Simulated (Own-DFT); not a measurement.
# Computed records: GaN (wurtzite, atoms displaced)

Computed with Own-DFT development build. A calculation, not a measurement: plane-wave PBE density functional theory by an unreviewed code, no spin, of a simulated periodic cell, stress positive in tension, free energy of the whole cell less one offset for each atom, forces on such cells passed a denser k mesh, this cell's mesh not checked; offsets are fitted by least squares, one for each functional and potential file, so energies compare only between cells with the same atoms and settings and are not formation energies; the far tail of each file's local potential was reset to the Coulomb form; each entry is a single point on an unrelaxed cell, so the pressure reflects the starting lattice, mostly measured values (interpolated for alloys), from which strain is counted, and rises with the displacements; printed positions are rounded, which can move forces by about a meV/angstrom; the program, named Own-DFT, is a retired in-house code; no spin-orbit coupling.

Common to all runs: functional PBE; potential files PseudoDojo norm-conserving, scalar-relativistic, standard set with the stringent files for Ga; wave cutoff 96 hartree; occupations Gaussian; smearing width 0.01 eV; k mesh 3 x 4 x 3 centred on Gamma.

(1) 
```xyz
96
Lattice="12.7560 0.0000 0.0000 -4.7835 8.2853 0.0000 0.0000 0.0000 10.3700" Properties=species:S:1:pos:R:3:force_x:R:1:force_y:R:1:force_z:R:1 formula=GaN free_energy_of_cell_above_offsets=-5.713 pressure=6.83 stress_xx=-5.22 stress_yy=-8.19 stress_zz=-7.07 stress_yz=0.22 stress_xz=0.05 stress_xy=0.55
Ga     0.0307     1.8719     0.0615     -0.311     -0.896     -1.043
Ga     1.5682     0.9453     2.5905      0.322     -0.339      0.301
N      0.0124     1.8674     1.9285     -0.895     -0.131       1.51
N      1.6123     0.8952     4.5861     -0.109       0.34     -0.544
Ga    -0.0251     1.8489     5.1378      0.305     -0.439      0.815
Ga     1.6240     1.0598     7.7453     -1.265     -2.153      0.534
N     -0.0560     1.8542     7.1707      0.545      0.022     -0.564
N      1.5728     0.9232     9.7389      0.092     -0.174     -0.438
Ga    -1.6356     4.6566     0.0478      0.436     -0.745     -0.539
Ga    -0.0164     3.7634     2.5319      0.087     -1.724      1.123
N     -1.6150     4.5784     1.9929     -0.428      0.336     -0.849
N     -0.0167     3.6766     4.5863      0.757      0.002     -1.324
Ga    -1.5279     4.5969     5.2131     -0.753      0.507      -0.19
Ga    -0.0235     3.6671     7.8803     -0.322      0.403     -0.794
N     -1.6494     4.5636     7.1096      1.152      0.545      1.001
N     -0.0204     3.6740     9.8433      0.339      0.945     -0.735
Ga    -3.1258     7.3607     0.0585     -0.505      0.015     -1.788
Ga    -1.5913     6.3739     2.6298     -0.134      1.499     -0.365
N     -3.1469     7.4091     1.9048     -0.753     -0.987      1.944
N     -1.5953     6.4404     4.5362       1.18      0.431      0.552
Ga    -3.1727     7.3275     5.1959      0.636      0.608      0.451
Ga    -1.6875     6.4221     7.7667      1.347     -0.549     -0.578
N     -3.1310     7.3493     7.1238     -2.098      1.094      0.321
N     -1.5054     6.4097     9.6400     -1.383      0.095      1.467
Ga     3.1555     1.8184    10.3553      0.355     -0.182      0.112
Ga     4.7435     0.8977     2.6141      0.708     -0.046     -1.262
N      3.2020     1.7848     1.9144     -0.375      1.041      0.777
N      4.8057     0.9748     4.5515     -0.159      0.218     -0.701
Ga     3.2489     1.8417     5.1810     -1.654      0.236      0.725
Ga     4.7964     0.8565     7.8665      -0.23       1.26     -0.323
N      3.2046     1.8072     7.1589      1.158      1.071     -0.598
N      4.7488     0.9455     9.7514      1.021     -0.552      0.655
Ga     1.6834     4.6834    10.3065     -1.113     -1.861      1.374
Ga     3.1998     3.6554     2.5732      0.051     -0.482      0.139
N      1.5887     4.5517     2.0061      0.856      0.864     -1.123
N      3.1638     3.6623     4.5592      1.717      0.015     -0.513
Ga     1.6400     4.5709     5.1230     -1.209       0.17      1.294
Ga     3.1625     3.6940     7.8010      0.633     -0.218     -1.132
N      1.5748     4.5679     7.1184     -0.017      0.892      0.572
N      3.1996     3.6372     9.6986     -0.264      0.801      0.644
Ga    -0.0094     7.3369     0.0020     -0.306      1.331      0.564
Ga     1.6653     6.3624     2.7163     -0.769      1.132      -3.31
N     -0.0550     7.3738     1.9256      0.799     -0.885      1.125
N      1.6896     6.4065     4.5146     -0.889      1.078      2.677
Ga     0.0325     7.5337     5.1626      -0.26     -3.435      0.874
Ga     1.5743     6.5139     7.8153     -0.209     -1.116     -0.638
N     -0.0488     7.3917     7.1734      0.699     -0.697     -0.975
N      1.5523     6.4586     9.8158      1.124      0.369      -1.55
Ga     6.4983     1.8513     0.0447     -1.918     -0.477      -0.13
Ga     7.9776     0.8931     2.6470     -0.606      0.308     -2.143
N      6.3763     1.8483     1.9651      0.117      0.079      0.532
N      8.0326     0.9875     4.4590     -1.807     -1.067      2.679
Ga     6.2724     1.9115     5.2096      2.308     -1.247      1.088
Ga     7.9777     0.9342     7.7899       0.48      0.458     -0.746
N      6.4035     1.8620     7.2246     -0.826     -1.669     -1.736
N      7.9375     0.8771     9.6702      1.157      0.457      1.128
Ga     4.7733     4.5735    10.3536      0.277      -0.05     -0.405
Ga     6.4023     3.6952     2.6170     -0.334      -0.26     -0.855
N      4.7560     4.6275     1.8798       0.47     -0.803      1.428
N      6.3616     3.6185     4.5586     -0.035      2.281     -0.424
Ga     4.8209     4.6734     5.2446     -0.675     -1.571     -0.281
Ga     6.4223     3.6012     7.7950     -0.236      1.689      0.578
N      4.8504     4.5651     7.1467     -0.651      0.704      0.579
N      6.3326     3.6434     9.7476      1.161      0.407      0.048
Ga     3.2116     7.3439    10.2728     -0.185       0.38      1.956
Ga     4.8020     6.3781     2.6229     -1.167       1.12     -0.697
N      3.1556     7.4010     2.0085      0.576     -1.341     -0.964
N      4.7551     6.4341     4.5775      1.637     -0.301     -0.549
Ga     3.2756     7.3638     5.1516     -1.723      1.179      0.981
Ga     4.8300     6.4788     7.7808     -0.012      -0.75      0.169
N      3.2107     7.4001     7.2148     -0.022     -0.655     -1.213
N      4.8169     6.4216     9.7809     -0.307     -0.054     -1.083
Ga     9.6095     1.8849    10.3220     -0.317     -2.015      0.623
Ga    11.0797     0.8865     2.5444      1.426      1.207      0.717
N      9.5444     1.7968     1.9488     -0.301      1.314     -0.572
N     11.1588     0.8085     4.5512      0.366      1.873     -0.934
Ga     9.5824     1.7732     5.0807      0.628       1.98      1.601
Ga    11.1506     0.8857     7.7764     -0.028      0.963      0.194
N      9.5645     1.8853     7.1661      0.083     -1.416     -0.968
N     11.1816     0.8388     9.7484     -0.108      1.813     -0.374
Ga     8.0083     4.5687    10.3486     -1.123      0.449       0.23
Ga     9.5491     3.6828     2.5896      0.045     -0.494      0.426
N      8.0097     4.7002     1.9648     -0.642       -2.2     -0.558
N      9.6204     3.7555     4.5329     -0.662     -1.371      0.074
Ga     7.9503     4.5956     5.1864      0.879     -1.232      0.726
Ga     9.5578     3.6798     7.7294      0.112      0.034      0.432
N      7.9865     4.5692     7.1541     -0.783      0.723     -0.113
N      9.5497     3.6323     9.7322       0.57      1.327     -0.342
Ga     6.3650     7.3916     0.0107      0.568     -1.294      1.003
Ga     7.9560     6.3758     2.6939      0.397      2.645     -0.995
N      6.2782     7.4168     2.0080      1.499     -2.013     -0.512
N      8.0755     6.3649     4.6097     -2.019       1.05     -0.678
Ga     6.3809     7.3645     5.1551      0.801     -1.333      0.238
Ga     7.9091     6.4551     7.8271      1.552     -0.242     -0.614
N      6.4241     7.4016     7.0720      -0.78     -0.741      0.657
N      7.9683     6.4089     9.7576      0.242      0.449      0.122
```

Units: free_energy_of_cell_above_offsets in eV; pressure, stress_xx, stress_yy, stress_zz, stress_yz, stress_xz, stress_xy in GPa; force_x, force_y, force_z in eV/Å.

(2) 
```xyz
96
Lattice="12.7560 0.0000 0.0000 -4.7835 8.2853 0.0000 0.0000 0.0000 10.3700" Properties=species:S:1:pos:R:3:force_x:R:1:force_y:R:1:force_z:R:1 formula=GaN free_energy_of_cell_above_offsets=-5.315 pressure=6.8 stress_xx=-6.93 stress_yy=-7.03 stress_zz=-6.43 stress_yz=-0.05 stress_xz=-0.48 stress_xy=-0.12
Ga     0.0862     1.7357     0.0324     -2.009      1.507      0.023
Ga     1.5876     0.9838     2.6648      0.791     -0.692     -2.076
N      0.0122     1.7837     1.9752     -0.799      0.923      0.049
N      1.6447     0.9429     4.5022     -0.582     -0.162       1.56
Ga     0.0265     1.7926     5.1601      0.499      1.499      0.997
Ga     1.5234     0.8957     7.7833      0.983      1.373     -0.221
N     -0.0508     1.9105     7.1702      0.215     -3.046     -1.089
N      1.6334     1.0247     9.7257     -0.683     -2.556     -0.801
Ga    -1.6254     4.5165     0.0463      1.541      1.352      0.413
Ga     0.0059     3.6718     2.5968      0.404      0.156      0.237
N     -1.6231     4.5977     2.0755      0.535      0.289     -1.688
N      0.0447     3.6663     4.5790      0.149     -0.237     -0.457
Ga    -1.5436     4.5930     5.2129      -0.52     -0.573     -0.482
Ga    -0.0802     3.5965     7.7729      1.336      2.845      0.993
N     -1.5660     4.6290     7.1334     -0.905      -0.03      0.747
N      0.0821     3.7131     9.7582     -2.354     -1.227     -0.135
Ga    -3.2101     7.3400    10.3145     -0.563      1.701      1.715
Ga    -1.6164     6.5050     2.5972     -0.556     -0.692     -0.458
N     -3.1994     7.4405     1.9580     -0.042     -0.572     -0.246
N     -1.6101     6.3374     4.4657      0.166      2.281      1.972
Ga    -3.1965     7.4451     5.1941      0.245     -1.954     -0.972
Ga    -1.6114     6.5053     7.7757      0.431     -1.102      0.106
N     -3.1816     7.3710     7.1050     -0.194      0.353      0.339
N     -1.7016     6.5074     9.7167      1.991     -1.659       0.16
Ga     3.1712     1.7977    10.3628      1.586      1.259      0.248
Ga     4.7579     0.8934     2.5419      1.297      0.408      1.002
N      3.2861     1.7989     1.9625     -2.067      1.468     -0.135
N      4.7327     1.0498     4.5976      1.802     -1.748     -1.278
Ga     3.1810     1.8831     5.1393     -0.502       0.37      1.582
Ga     4.7860     0.8724     7.7170     -0.597      1.095      1.485
N      3.1922     1.8051     7.1338     -0.789      0.436     -0.383
N      4.7872     0.9384     9.7527      0.326     -0.899     -0.155
Ga     1.5824     4.5765     0.0302      1.188      0.177      0.009
Ga     3.2020     3.7482     2.6201      0.623      -1.55     -0.484
N      1.6987     4.5809     1.9629      -2.32      0.909      0.292
N      3.1598     3.7007     4.5305      0.146      0.133      0.098
Ga     1.6313     4.6685     5.1641     -1.054      -1.26      0.887
Ga     3.1764     3.7494     7.6881     -0.553     -1.669      1.299
N      1.5543     4.5873     7.1203      -0.06      0.503       0.09
N      3.1454     3.6682     9.7179      0.777      0.117     -0.288
Ga     0.0136     7.2948     0.0153     -0.342      1.058     -0.173
Ga     1.5867     6.4905     2.6453      0.487     -1.092     -0.455
N     -0.0027     7.3521     2.0460      0.339      -0.13     -1.254
N      1.5658     6.4390     4.5884      0.784       1.61     -0.518
Ga     0.0141     7.4324     5.1698     -0.945     -0.514      0.414
Ga     1.6330     6.4526     7.8075     -1.213     -1.074      0.405
N      0.0030     7.3586     7.2201      0.372     -0.487     -1.406
N      1.6378     6.4016     9.7998     -0.451      0.583     -0.619
Ga     6.4064     1.8725    10.3691     -0.396     -0.831      -1.21
Ga     7.9468     0.9564     2.4981      0.852     -1.245      0.832
N      6.4527     1.8473     1.9158      -1.74     -0.555      0.031
N      8.0080     1.0521     4.4509      -0.69     -2.019      1.038
Ga     6.4055     1.9050     5.1354     -0.521     -0.152      0.817
Ga     8.0583     0.9211     7.6704     -2.013     -0.549      1.746
N      6.2839     1.9145     7.1993      2.002     -2.707      -1.91
N      7.9888     0.8717     9.7281      0.266      0.971     -0.426
Ga     4.7312     4.6189     0.0223     -0.045     -1.238     -0.177
Ga     6.4142     3.6034     2.4935     -0.813      2.202      1.134
N      4.7295     4.6524     1.9687      1.535     -0.401      0.106
N      6.4218     3.7113     4.5167     -1.851     -0.343      -0.82
Ga     4.7089     4.6011     5.1463      1.407     -0.038     -0.184
Ga     6.3525     3.6340     7.7000      0.326      2.281      1.659
N      4.7676     4.5813     7.0622      0.371      0.417      0.515
N      6.3758     3.6803     9.7616       0.22      0.926     -0.412
Ga     3.1932     7.3758     0.0639       0.16       -0.4     -1.152
Ga     4.8469     6.4870     2.5932     -0.448     -0.224     -0.128
N      3.1888     7.3523     1.9430      0.123      0.436      1.252
N      4.7916     6.4571     4.5841     -0.526     -0.016     -0.969
Ga     3.2292     7.4042     5.1715      -0.89      0.081     -0.264
Ga     4.7642     6.3608     7.8475       0.79      0.723     -1.378
N      3.1622     7.2813     7.1175      1.225      1.509     -0.132
N      4.7997     6.3875     9.7265     -0.692      0.787      0.451
Ga     9.5466     1.9415     0.0405       0.01     -2.467      0.043
Ga    11.0679     0.9863     2.6471      1.514     -1.043     -0.662
N      9.5288     1.8467     2.0051      0.303      1.122     -0.801
N     11.2475     0.9034     4.5961     -1.391     -0.429      -0.73
Ga     9.5907     1.7342     5.2166      0.713      1.935     -0.346
Ga    11.1358     0.8972     7.8515      0.869      -0.33     -1.597
N      9.6183     1.8353     7.1751     -0.316     -0.441     -0.958
N     11.1070     0.8972     9.6748      0.592      0.895      2.412
Ga     7.9432     4.7092     0.0477     -0.077     -1.028     -0.484
Ga     9.5436     3.7369     2.6840      -0.16     -0.472     -0.365
N      7.9507     4.7108     1.9972        0.3     -2.352     -0.868
N      9.6272     3.6099     4.5621     -0.659       0.24      1.131
Ga     7.8964     4.5870     5.1885        2.2      -0.12      0.037
Ga     9.5909     3.6128     7.7828     -0.276       1.92          0
N      7.9738     4.5802     7.0947      0.255      0.071      1.363
N      9.5919     3.6754     9.8073     -1.338      1.117     -1.365
Ga     6.3261     7.3718    10.3471     -0.223      0.502      0.096
Ga     7.9975     6.4156     2.6362     -0.189      2.401     -0.357
N      6.3875     7.3998     1.8788     -0.013      0.242      1.571
N      7.9673     6.3638     4.5363      0.073       1.76      0.612
Ga     6.3420     7.3596     5.1420      1.504     -0.551      1.356
Ga     8.0322     6.4708     7.7996     -1.016     -1.022     -0.379
N      6.4388     7.3689     7.1700     -1.043     -0.353       -0.5
N      7.9150     6.5221     9.7712      0.807     -0.693     -0.975
```

Units: free_energy_of_cell_above_offsets in eV; pressure, stress_xx, stress_yy, stress_zz, stress_yz, stress_xz, stress_xy in GPa; force_x, force_y, force_z in eV/Å.

(3) 
```xyz
96
Lattice="12.7560 0.0000 0.0000 -4.7835 8.2853 0.0000 0.0000 0.0000 10.3700" Properties=species:S:1:pos:R:3:force_x:R:1:force_y:R:1:force_z:R:1 formula=GaN free_energy_of_cell_above_offsets=-5.299 pressure=6.6 stress_xx=-5.86 stress_yy=-6.63 stress_zz=-7.3 stress_yz=0.51 stress_xz=-0.26 stress_xy=0.51
Ga     0.0101     1.8698     0.0087     -0.317     -0.385     -0.149
Ga     1.6310     0.9110     2.6181     -0.774      0.201     -1.601
N      0.0364     1.8346     1.8721     -0.464     -0.152      2.292
N      1.6701     0.8923     4.5020     -1.017      0.095      1.228
Ga     0.0328     1.8563     5.2039     -0.313     -0.123     -0.474
Ga     1.6207     0.8876     7.7916     -1.188       1.02      0.806
N     -0.0725     1.9041     7.1389      1.732     -1.857     -0.467
N      1.5634     1.0038     9.7851      1.505     -1.577     -1.027
Ga    -1.5422     4.5153     0.0042      0.522       1.64      1.093
Ga     0.0618     3.6450     2.6569     -0.737     -0.034     -2.301
N     -1.5239     4.5944     2.0064     -1.035     -0.025     -0.493
N     -0.0520     3.6581     4.4666      0.716       0.14      2.673
Ga    -1.6380     4.5557     5.2297      0.868       0.67      -0.05
Ga    -0.0155     3.6216     7.8173      1.409      1.155      0.386
N     -1.4550     4.5741     7.1777     -2.699      1.297     -0.557
N      0.0186     3.6599     9.7498      0.614      0.422     -0.215
Ga    -3.2185     7.3002     0.0013      0.173      0.693     -0.957
Ga    -1.7531     6.4724     2.6666      2.398     -0.744     -2.205
N     -3.2462     7.3475     1.8841      0.576      0.718      1.124
N     -1.5401     6.5046     4.5016     -1.866     -1.155      1.696
Ga    -3.2736     7.3405     5.1579      1.298      0.048      0.237
Ga    -1.6438     6.5841     7.8344      0.484     -2.564     -0.266
N     -3.2296     7.3631     7.1644      0.573      0.557     -1.298
N     -1.6184     6.3720     9.7115       0.21      0.708      0.687
Ga     3.2297     1.8890     0.0361     -0.606     -0.908     -0.423
Ga     4.7898     0.9042     2.5861      0.046     -0.686     -0.447
N      3.1744     1.9235     1.9606      0.646     -1.055      0.241
N      4.8610     0.9252     4.5406     -0.545     -0.085      0.593
Ga     3.2163     1.8448     5.1689      0.493     -1.525      0.422
Ga     4.7907     0.9110     7.7630      0.375      -0.75      -0.25
N      3.1921     1.7911     7.1594      0.368      0.153     -0.667
N      4.7953     0.7785     9.7032     -0.345      3.481     -0.603
Ga     1.6624     4.6339    10.3334     -1.487     -0.429      0.909
Ga     3.1816     3.7066     2.6496      0.304      0.326     -1.263
N      1.5612     4.6113     1.9769      1.387     -0.034     -0.351
N      3.1147     3.6046     4.5726       1.89      1.248     -0.309
Ga     1.6402     4.5725     5.1480     -1.929      0.169      1.291
Ga     3.2679     3.6344     7.7497     -1.397      0.366      0.002
N      1.6112     4.5407     7.1580        0.5     -0.022     -0.557
N      3.1581     3.6854     9.6929        1.3     -0.217     -0.092
Ga     0.1052     7.3758    10.2767     -2.125     -2.627       2.29
Ga     1.6320     6.4153     2.6770     -1.233      0.626     -1.492
N     -0.0132     7.2834     1.8917     -0.126      0.967      0.871
N      1.5880     6.4141     4.5725       0.54      -0.04       0.65
Ga    -0.0048     7.3011     5.1722      0.432      1.085      0.499
Ga     1.5354     6.4111     7.7228      1.868     -0.948      0.915
N     -0.0052     7.2290     7.1803     -0.612      2.608     -1.325
N      1.5889     6.4257     9.7240      1.468      0.121     -0.623
Ga     6.3453     1.7818    10.3440      0.685      0.533       0.03
Ga     7.9910     0.9733     2.6618     -0.756     -0.866     -1.213
N      6.3856     1.8247     1.9104     -0.027      0.006      0.431
N      7.9661     0.8664     4.5288       -0.3      1.142      1.354
Ga     6.3972     1.9005     5.2568      0.061     -0.728     -1.091
Ga     7.9227     0.9194     7.8594      1.292     -0.267     -0.984
N      6.4104     1.8829     7.1683      -0.79     -0.563      0.183
N      8.0682     0.9108     9.7300     -2.082     -0.369      0.853
Ga     4.7474     4.6542    10.3012      0.623     -0.751      1.046
Ga     6.3941     3.6712     2.5371      -0.48     -0.402      0.547
N      4.8579     4.6277     1.8987     -1.583     -1.476      0.533
N      6.4141     3.7114     4.5598     -1.035     -0.416     -0.361
Ga     4.7921     4.6266     5.1633      0.013      0.177      -0.45
Ga     6.3187     3.7170     7.7616      1.993     -0.315      0.993
N      4.8279     4.6078     7.1013     -1.088     -0.507     -0.325
N      6.3430     3.6694     9.7420      0.387     -0.311     -0.404
Ga     3.1972     7.3735     0.0941     -0.011     -0.225     -0.256
Ga     4.7273     6.3262     2.6390      1.194      2.059     -1.392
N      3.1949     7.3798     2.0568     -0.136     -0.049     -0.654
N      4.7664     6.5264     4.5003      0.098     -1.371      1.557
Ga     3.1779     7.3653     5.2205     -0.037     -0.111      0.355
Ga     4.7134     6.3373     7.8207      1.081      2.271      0.608
N      3.2124     7.3690     7.2010     -0.973     -0.317     -0.755
N      4.7806     6.4563     9.8091     -0.374      0.354     -1.035
Ga     9.5406     1.8521    10.3360      1.587     -0.648      0.675
Ga    11.0910     0.9642     2.5789       1.72     -1.549     -0.538
N      9.5351     1.8258     1.9457     -0.003       0.53     -0.287
N     11.1760     0.9135     4.5362     -0.088      0.849      0.059
Ga     9.5113     1.8289     5.1862      0.907     -0.016      1.114
Ga    11.2096     0.9443     7.8272     -0.649     -1.544       0.28
N      9.5956     1.7637     7.2463     -0.796      1.078     -1.092
N     11.2163     0.8434     9.8015     -0.698      2.746     -0.979
Ga     8.0421     4.5578     0.0003      -1.23      0.689      0.507
Ga     9.6311     3.6417     2.5914     -0.558      0.987     -0.124
N      7.9151     4.6056     2.0275      2.164     -0.695     -1.466
N      9.5357     3.7012     4.5504      0.511     -1.013      0.008
Ga     7.9814     4.5635     5.2054      0.047      0.353      0.194
Ga     9.6185     3.6888     7.8802      0.545      -0.53     -1.944
N      8.0323     4.5357     7.1618     -0.406      0.342     -0.089
N      9.6608     3.6616     9.7532     -1.217     -0.113      0.587
Ga     6.4145     7.4153     0.0082      -0.58     -2.048      0.679
Ga     8.0160     6.4250     2.5797      -1.63      0.162     -0.889
N      6.3776     7.2765     1.9249     -0.382      1.101      1.195
N      8.0077     6.3386     4.4565     -0.584      1.284      1.781
Ga     6.3873     7.4116     5.1332       0.21     -1.118      1.166
Ga     8.0242     6.4089     7.7196     -1.409     -0.575      1.431
N      6.4038     7.3054     7.2775     -0.633      0.407     -1.938
N      7.8987     6.4214     9.7257      1.532     -0.746     -0.346
```

Units: free_energy_of_cell_above_offsets in eV; pressure, stress_xx, stress_yy, stress_zz, stress_yz, stress_xz, stress_xy in GPa; force_x, force_y, force_z in eV/Å.
